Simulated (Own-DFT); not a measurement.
# Shaking the atoms of zincblende InP, 64 atoms (In32P32)

These are calculations, not measurements. They come from Own-DFT, an in-house plane-wave density functional program, since retired, whose code no person has reviewed. Each row is one single-point run on a periodic cell that was not relaxed, without spin or spin-orbit coupling.

Settings of every run: PBE; PseudoDojo norm-conserving scalar-relativistic files; cutoff 36 hartree; 3 x 3 x 3 k mesh centred on Gamma; Fermi-Dirac smearing of 0.1 eV.

Known limits, some of them of some rows only: some atoms lie very close together; forces on such cells moved up to 12 meV/angstrom on a denser k mesh; stress not checked against mesh or cutoff.

Cell vectors in Å: (11.737, 0.000, 0.000); (0.000, 11.737, 0.000); (0.000, 0.000, 11.737). In each run every atom was moved at random and independently from its ideal site; u is the rms move along one axis. E is the free energy for each atom above the fitted value at u = 0, and F the rms of the force components.

```
run   u (Å)  E (meV/atom)  F (eV/Å)  largest force (eV/Å)  P (GPa)
  1  0.0194           6.0     0.241                  0.77     3.20
  2  0.0195           6.1     0.242                  0.82     3.21
  3  0.0204           6.1     0.238                  0.78     3.20
  4  0.0491          32.8     0.569                  1.96     3.54
  5  0.0499          38.4     0.617                  1.82     3.61
  6  0.0531             ?         ?                     ?        ?
  7  0.0972         174.4     1.696                  9.93     5.37
  8  0.0981         125.1     1.117                  3.77     4.52
  9  0.1552         395.7     2.705                 11.05     8.25
 10  0.3344        1218.5     4.987                 20.11    17.26
```

## Worked fit

For small independent moves the energy grows as E = (3/2) K u², with K the mean stiffness felt by one atom. The runs with u up to 0.11 Å give K = 10.2 ± 0.8 eV/Å², with residuals divided by u² + 0.0006 Å², since the noise grows with the moves. The scatter is 5.5 meV/atom at u = 0.05 Å. The forces follow F = G u with G = 12.9 eV/Å²; no force at u = 0 is resolved. G exceeds K because the moves of its neighbours add to the force on an atom, and stiffness differs between atoms. At u = 0.334 Å the parabola gives 1705 meV/atom and the run 1219. The pressure follows P = 3.12 + 190 u² GPa: at fixed volume, shortened bonds push harder than stretched ones pull.

## Withheld run

Question: what energy and rms force should run 6 give?

The fit gives 43 ± 7 meV/atom and about 0.69 eV/Å. The calculation gave 41.3 meV/atom and 0.645 eV/Å.
